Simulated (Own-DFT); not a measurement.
# Computed records: Si₃N₄ (beta silicon nitride, atoms displaced)

Computed with Own-DFT development build. A calculation, not a measurement: plane-wave PBE density functional theory by an unreviewed code, no spin, of a simulated periodic cell, stress positive in tension, free energy of the whole cell less one offset for each atom, forces on such cells moved up to 12 meV/angstrom on a denser k mesh; offsets are fitted by least squares, one for each functional and potential file, so energies compare only between cells with the same atoms and settings and are not formation energies; the far tail of each file's local potential was reset to the Coulomb form; each entry is a single point on an unrelaxed cell, so the pressure reflects the starting lattice, mostly measured values (interpolated for alloys), from which strain is counted, and rises with the displacements; printed positions are rounded, which can move forces by about a meV/angstrom; the program, named Own-DFT, is a retired in-house code; no spin-orbit coupling; before rounding, a Quantum ESPRESSO 7.3.1 run of the same cell and cutoff gave forces within 1 meV/angstrom rms on each cell, which checks the program and not the settings.

```yaml
- formula: Si3N4
  kind: "beta silicon nitride, atoms displaced"
  structure:
    cell_angstrom: [[15.212, 0.0, 0.0], [-7.606, 13.174, 0.0], [0.0, 0.0, 5.818]]
    atoms_fractional:
      - [Si, 0.08894, 0.38767, 0.12334]
      - [Si, 0.11256, 0.20041, 0.12669]
      - [Si, 0.29974, 0.41435, 0.12305]
      - [Si, 0.4127, 0.11597, 0.37661]
      - [Si, 0.38448, 0.29871, 0.37492]
      - [Si, 0.20414, 0.08905, 0.37138]
      - ["N", 0.16384, 0.01382, 0.12363]
      - ["N", 0.48397, 0.15133, 0.12752]
      - ["N", 0.35006, 0.33385, 0.12131]
      - ["N", 0.33298, 0.48528, 0.37271]
      - ["N", 0.0143, 0.34729, 0.37269]
      - ["N", 0.15158, 0.16745, 0.37551]
      - ["N", 0.16803, 0.33374, 0.12427]
      - ["N", 0.33429, 0.16845, 0.37726]
      - [Si, 0.08747, 0.38746, 0.62198]
      - [Si, 0.11558, 0.20186, 0.62145]
      - [Si, 0.29532, 0.41413, 0.62219]
      - [Si, 0.41397, 0.1163, 0.87142]
      - [Si, 0.38431, 0.29732, 0.87131]
      - [Si, 0.20097, 0.08477, 0.87944]
      - ["N", 0.16736, 0.01922, 0.62054]
      - ["N", 0.48342, 0.14952, 0.61746]
      - ["N", 0.34868, 0.33136, 0.62453]
      - ["N", 0.33485, 0.48511, 0.87396]
      - ["N", 0.01731, 0.34866, 0.87449]
      - ["N", 0.14942, 0.16607, 0.87252]
      - ["N", 0.16824, 0.33409, 0.62324]
      - ["N", 0.33403, 0.16804, 0.8715]
      - [Si, 0.08749, 0.88455, 0.12874]
      - [Si, 0.11484, 0.7009, 0.13042]
      - [Si, 0.29869, 0.91513, 0.12451]
      - [Si, 0.41198, 0.6137, 0.37212]
      - [Si, 0.38386, 0.79864, 0.37735]
      - [Si, 0.20153, 0.58616, 0.37317]
      - ["N", 0.16522, 0.51419, 0.12411]
      - ["N", 0.48412, 0.6495, 0.12202]
      - ["N", 0.34949, 0.83318, 0.12236]
      - ["N", 0.33204, 0.98095, 0.37948]
      - ["N", 0.01492, 0.84913, 0.38166]
      - ["N", 0.14902, 0.66742, 0.37411]
      - ["N", 0.16846, 0.83688, 0.12463]
      - ["N", 0.33217, 0.66434, 0.37826]
      - [Si, 0.08682, 0.88598, 0.63087]
      - [Si, 0.11363, 0.70046, 0.62159]
      - [Si, 0.29842, 0.91169, 0.62783]
      - [Si, 0.4138, 0.61779, 0.87296]
      - [Si, 0.38779, 0.79829, 0.87931]
      - [Si, 0.20172, 0.58731, 0.87841]
      - ["N", 0.16591, 0.51533, 0.62724]
      - ["N", 0.48241, 0.64812, 0.62284]
      - ["N", 0.34861, 0.83379, 0.61788]
      - ["N", 0.33176, 0.98157, 0.87793]
      - ["N", 0.01412, 0.84945, 0.87707]
      - ["N", 0.15075, 0.66432, 0.88047]
      - ["N", 0.16732, 0.83187, 0.62463]
      - ["N", 0.33154, 0.66501, 0.88075]
      - [Si, 0.584, 0.38206, 0.12491]
      - [Si, 0.61239, 0.20158, 0.12204]
      - [Si, 0.79786, 0.41202, 0.12491]
      - [Si, 0.91151, 0.11402, 0.37112]
      - [Si, 0.88091, 0.29715, 0.37099]
      - [Si, 0.70161, 0.08544, 0.37269]
      - ["N", 0.66552, 0.01551, 0.127]
      - ["N", 0.98458, 0.14898, 0.11904]
      - ["N", 0.84818, 0.33388, 0.12415]
      - ["N", 0.83286, 0.48455, 0.3775]
      - ["N", 0.51694, 0.3486, 0.37929]
      - ["N", 0.65076, 0.16526, 0.37417]
      - ["N", 0.66465, 0.33309, 0.11935]
      - ["N", 0.83532, 0.1693, 0.37149]
      - [Si, 0.58766, 0.38373, 0.62178]
      - [Si, 0.61681, 0.20385, 0.62788]
      - [Si, 0.80065, 0.4145, 0.62346]
      - [Si, 0.91483, 0.11484, 0.8726]
      - [Si, 0.88566, 0.29944, 0.87489]
      - [Si, 0.70189, 0.08839, 0.8708]
      - ["N", 0.66432, 0.01312, 0.62599]
      - ["N", 0.98433, 0.15058, 0.62284]
      - ["N", 0.85011, 0.33269, 0.62888]
      - ["N", 0.83272, 0.48566, 0.87747]
      - ["N", 0.51752, 0.35263, 0.87822]
      - ["N", 0.65174, 0.16748, 0.871]
      - ["N", 0.66709, 0.33395, 0.617]
      - ["N", 0.83295, 0.16574, 0.8721]
      - [Si, 0.58823, 0.88502, 0.12762]
      - [Si, 0.61358, 0.70238, 0.1226]
      - [Si, 0.79918, 0.9153, 0.12344]
      - [Si, 0.914, 0.61579, 0.37161]
      - [Si, 0.88592, 0.79715, 0.38372]
      - [Si, 0.70471, 0.58962, 0.3769]
      - ["N", 0.66608, 0.51783, 0.12375]
      - ["N", 0.98388, 0.65156, 0.12609]
      - ["N", 0.85088, 0.83487, 0.12791]
      - ["N", 0.83297, 0.98222, 0.3736]
      - ["N", 0.51793, 0.8493, 0.37662]
      - ["N", 0.6509, 0.66749, 0.37515]
      - ["N", 0.66692, 0.83518, 0.12436]
      - ["N", 0.83441, 0.66771, 0.37783]
      - [Si, 0.58727, 0.88574, 0.62654]
      - [Si, 0.61598, 0.69843, 0.62554]
      - [Si, 0.7979, 0.91357, 0.62656]
      - [Si, 0.9126, 0.6172, 0.87968]
      - [Si, 0.88146, 0.79633, 0.87601]
      - [Si, 0.7014, 0.58724, 0.87382]
      - ["N", 0.66474, 0.5168, 0.61997]
      - ["N", 0.98716, 0.65019, 0.62164]
      - ["N", 0.85076, 0.83396, 0.62303]
      - ["N", 0.83223, 0.98435, 0.87178]
      - ["N", 0.51833, 0.85063, 0.87494]
      - ["N", 0.64986, 0.66567, 0.87069]
      - ["N", 0.66426, 0.83074, 0.62556]
      - ["N", 0.83573, 0.66816, 0.87664]
  settings:
    functional: PBE
    potential_files: "PseudoDojo norm-conserving, scalar-relativistic, standard set"
    "wave_cutoff [hartree]": 42.0
    occupations: Fermi-Dirac
    "smearing_width [eV]": 0.1
    k_mesh: "2 x 2 x 4 centred on Gamma"
  results:
    "free_energy_of_cell_above_offsets [eV]": "-19.380"
    "pressure [GPa]": 5.58
    "stress_xx [GPa]": -4.68
    "stress_yy [GPa]": -4.4
    "stress_zz [GPa]": -7.65
    "stress_yz [GPa]": -0.11
    "stress_xz [GPa]": -0.12
    "stress_xy [GPa]": 0.2
    force_element: [Si, Si, Si, Si, Si, Si, "N", "N", "N", "N", "N", "N", "N", "N", Si, Si, Si, Si, Si, Si, "N", "N", "N", "N", "N", "N", "N", "N", Si, Si, Si, Si, Si, Si, "N", "N", "N", "N", "N", "N", "N", "N", Si, Si, Si, Si, Si, Si, "N", "N", "N", "N", "N", "N", "N", "N", Si, Si, Si, Si, Si, Si, "N", "N", "N", "N", "N", "N", "N", "N", Si, Si, Si, Si, Si, Si, "N", "N", "N", "N", "N", "N", "N", "N", Si, Si, Si, Si, Si, Si, "N", "N", "N", "N", "N", "N", "N", "N", Si, Si, Si, Si, Si, Si, "N", "N", "N", "N", "N", "N", "N", "N"]
    "force_x [eV/angstrom]": [0.835, 1.01, -0.893, -1.158, 0.505, 0.14, -0.071, -0.09, 0.078, 0.461, -0.572, 0.15, -0.418, 0.174, 0.915, -0.382, 1.043, -1.123, 0.46, 0.158, -0.201, 1.306, -1.195, 0.216, -1.077, 0.463, -1.307, 0.201, -0.242, -0.624, -0.187, -0.429, 1.465, 0.343, -0.304, 0.13, -0.271, 0.438, 0.438, 1.744, 0.116, -0.36, 1.361, 0.802, -1.406, -0.621, -0.653, 0.823, -0.419, 1.12, 0.959, 0.66, -0.089, -1.149, -0.753, 0.396, 1.222, 1.14, -1.832, -0.236, 1.826, 0.648, -0.301, -0.387, 0.097, 0.615, -1.404, -0.481, 0.903, -0.625, 0.364, -0.481, -1.129, -1.584, 1.279, 1.241, -0.123, 0.427, -0.966, 0.633, -1.051, -0.463, 0.798, 0.122, 0.342, 0.619, -0.429, -0.903, -0.242, -0.154, -0.217, 0.921, -0.341, 0.225, -1.757, 0.457, 0.822, 0.411, 1.402, -2.245, -1.011, 0.435, 0.934, 1.051, -0.03, -1.634, -1.039, 0.595, -1.233, 0.451, 0.83, -1.428]
    "force_y [eV/angstrom]": [-2.275, 1.781, -1.036, -0.957, -0.427, 0.14, 0.737, -0.594, 0.501, -0.392, 0.641, -0.677, -0.102, -0.497, -1.772, 1.091, -0.633, -0.466, -0.102, 1.697, -1.478, 0.383, 1.491, 0.465, 0.225, -0.77, -0.38, -1.086, -0.904, 2.135, -1.674, 0.866, -1.264, 0.711, 1.07, -0.065, 0.72, 2.225, 0.487, -1.586, -1.74, 0.999, -0.183, 1.565, -0.683, -0.92, -0.874, 0.044, 0.709, 0.301, -0.102, 2.301, 0.26, 0.266, 0.391, 1.032, 1.652, 0.888, 0.157, 0.649, -0.311, 0.987, 0.133, -0.57, 0.351, 0.296, -0.301, 0.069, -0.167, -1.581, 0.832, 0.301, -0.767, 0.355, -1.673, -0.414, 1.441, -0.311, 1.102, -0.012, -0.646, -0.339, 0.074, 0.559, -0.071, 1.184, -1.848, 0.114, -0.134, -0.21, -1.039, 0.024, 0.337, 1.473, -0.355, -0.658, -0.655, -0.345, -1.408, 1.925, -1.812, -0.143, 0.378, 0.023, -0.557, -1.096, 0.769, 0.619, -0.279, -0.403, 0.468, -0.652]
    "force_z [eV/angstrom]": [0.374, -0.736, -0.232, -0.666, -0.259, 0.237, 0.705, -0.829, 0.495, -0.066, -0.11, -0.737, 0.056, -0.426, -0.022, 0.694, 0.495, 0.269, 0.388, -1.312, 0.695, 1.639, -0.341, -0.207, -0.054, 0.654, -0.085, 0.352, -0.052, -1.579, 0.859, 0.313, -1.054, 0.473, 0.374, 0.278, 0.485, -0.518, -0.478, 0.348, 0.076, -0.163, -0.406, 1.579, -0.135, -0.196, -1.117, -0.422, -0.393, -0.119, 2.107, -0.834, 0.349, -0.627, 0.237, -0.188, 0.548, 0.702, -0.009, 0.289, 0.819, 0.563, -1.041, 1.026, -0.337, -0.845, -0.841, -0.07, 0.125, 0.0, 1.007, -1.616, 0.866, -0.514, 0.295, 0.692, -0.301, -0.573, -0.904, -0.299, -1.352, 0.843, 0.362, 0.101, -0.099, 0.321, -0.125, 1.131, -1.698, -0.993, 0.473, -0.216, 0.15, 0.369, -0.162, -0.835, -0.101, 0.01, -0.357, -0.775, -0.555, -1.33, 0.397, -0.014, 0.775, 0.716, 1.059, 0.38, 0.49, 1.326, 0.088, -0.132]
```
